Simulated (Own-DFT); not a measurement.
# Strain and stress in wurtzite GaN, 96 atoms (Ga48N48)

Calculated results; nothing here was measured. The program, named Own-DFT, is a retired in-house plane-wave density functional code that no person has reviewed. Each row is one single-point run on a periodic cell that was not relaxed, without spin or spin-orbit coupling.

Settings of every run: PBE; PseudoDojo norm-conserving scalar-relativistic files (stringent for Ga); cutoff 96 hartree; 3 x 4 x 3 k mesh centred on Gamma; Gaussian smearing of 0.01 eV.

Known limits: forces on such cells passed a denser k mesh, each cell not checked; stress not checked against mesh or cutoff.

Unstrained cell vectors in Å: (12.756, 0.000, 0.000); (-4.784, 8.285, 0.000); (0.000, 0.000, 10.370). The unstrained cell has measured lattice constants (interpolated for alloys), not those of this functional. That, the random moves and any unrelaxed bonds set the pressure at no strain. Each run strains this cell uniformly, with the atoms carried along. Every atom was also moved at random, by a Gaussian of width 0.05 Å on each axis. Strain is the symmetric tensor, in per cent. Stress is positive in tension, and the pressure is minus a third of its trace.

```
run,e_xx (%),e_yy (%),e_zz (%),e_yz (%),e_xz (%),e_xy (%),s_xx (GPa),s_yy (GPa),s_zz (GPa),s_yz (GPa),s_xz (GPa),s_xy (GPa),P (GPa),E (meV/atom)
1,-0.59,0.77,0.97,1.15,-0.23,0.33,-8.46,-2.78,-2.90,2.59,-0.71,1.56,4.71,4.8
2,0.01,-0.02,1.50,1.42,0.68,1.50,-6.11,-5.22,-1.86,2.81,1.60,4.65,4.40,15.8
3,1.26,1.74,-1.77,1.02,-0.71,0.22,-2.08,-0.35,-14.16,2.81,-1.24,0.66,5.53,34.5
4,-0.81,-0.20,-1.30,1.34,-0.35,-0.54,-13.01,-9.99,-12.87,3.51,-0.36,-1.81,11.96,28.8
5,0.51,0.33,-0.26,0.68,0.62,-1.96,-3.71,-5.93,-8.93,2.00,1.00,-5.12,6.19,18.2
6,0.38,1.49,1.75,-1.35,-0.47,1.58,-2.54,0.78,0.80,-1.93,-1.19,4.65,0.32,0.0
7,-0.33,1.73,0.66,0.29,0.10,-0.95,-6.03,-0.04,-3.71,-0.13,-0.21,-2.62,3.26,5.8
8,1.68,-1.57,-0.61,-0.08,0.10,-1.47,-1.68,-13.40,-9.05,0.45,-0.55,-3.64,8.04,17.5
9,-1.68,-0.59,-0.67,-1.50,-1.19,0.17,-16.72,-11.64,-13.04,-4.76,-3.21,-1.90,13.80,49.6
10,-0.39,0.90,1.73,0.95,0.85,0.05,-7.32,-1.90,0.16,1.90,2.14,0.17,3.02,12.3
11,-0.30,1.06,0.17,1.64,-1.75,1.00,-5.53,-4.86,-5.74,4.18,-3.45,3.19,5.38,17.9
12,1.45,-0.72,1.23,1.51,-0.42,0.90,-0.06,-7.88,-2.47,3.12,-1.00,2.43,3.47,6.4
13,-1.46,-0.72,-1.97,-0.64,-0.33,1.08,-15.67,-13.61,-19.21,-1.62,-0.85,3.61,16.16,53.9
14,-0.64,-1.17,-1.49,0.60,0.96,-1.82,-12.81,-12.85,-16.14,1.55,1.60,-5.37,13.93,31.8
15,1.58,-0.36,-1.39,-1.39,-0.56,-0.65,-1.40,-7.13,-15.22,-3.20,-1.05,-2.51,7.92,29.0
16,1.89,1.27,-1.65,1.10,-1.10,1.95,?,?,?,?,?,?,?,?
```

E is the free energy for each atom above the lowest run shown.

## Worked fit

Each stress component was fitted by least squares to a constant and the strains of the runs shown, as fractions, with shears doubled. Shear strains stay in the fit of a normal stress only where such slopes are resolved. The slopes, in GPa:

```
stress,at no strain,per e_xx,per e_yy,per e_zz,scatter
s_xx,-7.2,460 ± 21,105 ± 23,87 ± 18,0.83
s_yy,-7.1,93 ± 22,399 ± 24,91 ± 19,0.89
s_zz,-8.0,59 ± 26,68 ± 28,455 ± 22,1.03
```

Each shear stress against twice its own strain: yz 116 ± 9, xz 111 ± 7, xy 152 ± 12 GPa. These are stiffnesses along x, y and z of the frame in which the cell vectors are given, which need not be the crystal's axes. The atoms are held to the strained lattice; where symmetry lets them move under strain, relaxing them would lower some slopes. The table should be nearly symmetric about its diagonal, and what it lacks of that shows the noise. A ninth of its sum, 202 ± 3 GPa, estimates the bulk modulus near the mean pressure of these runs, 7.2 GPa, so it lies above the value at zero pressure.

## Withheld run

Question: what normal stresses and pressure should run 16 give?

The fit gives s_xx = 1.4, s_yy = -1.8, s_zz = -13.5 and P = 4.6 GPa. The calculation gave 2.16, -2.55, -13.03 and P = 4.48 GPa.
